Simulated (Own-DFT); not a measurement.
# A change of arrangement and its cost: C36Si36, 72 atoms

All numbers below are calculated, not measured. The program, named Own-DFT, is a retired in-house plane-wave density functional code that no person has reviewed. Each row is one single-point run on a periodic cell that was not relaxed, without spin or spin-orbit coupling.

Settings of every run: PBE; PseudoDojo norm-conserving scalar-relativistic files; cutoff 42 hartree; 4 x 4 x 3 k mesh centred on Gamma; Fermi-Dirac smearing of 0.1 eV.

Known limits, some of them of some rows only: some atoms lie very close together; not probed for a lower state with spin; forces on such cells passed a denser k mesh, each cell not checked; stress not checked against mesh or cutoff.

All cells hold the same atoms in the same cell, with vectors in Å (9.248, 0.000, 0.000); (-4.624, 8.009, 0.000); (0.000, 0.000, 10.068). Every atom was moved at random from its ideal site; u is the rms move along one axis. The defect's site can differ from row to row. E is the free energy of the cell above the lowest run. The arrangements:

- A: 2H SiC
- B: 4H SiC
- C: 4H SiC, with one C on a Si site and one Si on a C site, 1.9 Å apart

```
arrangement   u (Å)  E (eV)  P (GPa)
          A  0.0266   0.189     3.82
          A  0.0283   0.399     3.87
          A  0.0313   0.714     4.01
          A  0.0571   8.293     6.62
          A  0.0583   6.520     5.74
          A  0.0658   9.460     6.82
          B  0.0278   0.000     3.72
          B  0.0300   0.201     3.66
          B  0.0311   0.508     3.82
          B  0.0572   6.170     5.67
          B  0.0620   7.891     6.11
          B  0.0648   9.439     6.96
          C  0.0295  11.653     7.62
          C  0.0297  10.508     7.36
          C  0.0315  10.745     7.26
          C  0.0477  13.890     8.25
          C  0.0498  13.145     8.14
          C  0.0520  14.968     8.57
```

Question: once the cost of the random moves is taken out, how do the arrangements rank?

## Worked answer

Fit E = a + b u², with one b for all and one a for each arrangement, and with residuals divided by u², since the noise grows with the moves. Then b = 2460 eV/Å², the scatter at u = 0.04 Å is 0.63 eV, and against A:

- B: -0.35 ± 0.26 eV (not told apart from A)
- C: 10.21 ± 0.26 eV (higher)

These are energies of unrelaxed cells. Relaxing the atoms lowers the strained arrangements most, so the gaps would shrink and small ones could change sign.
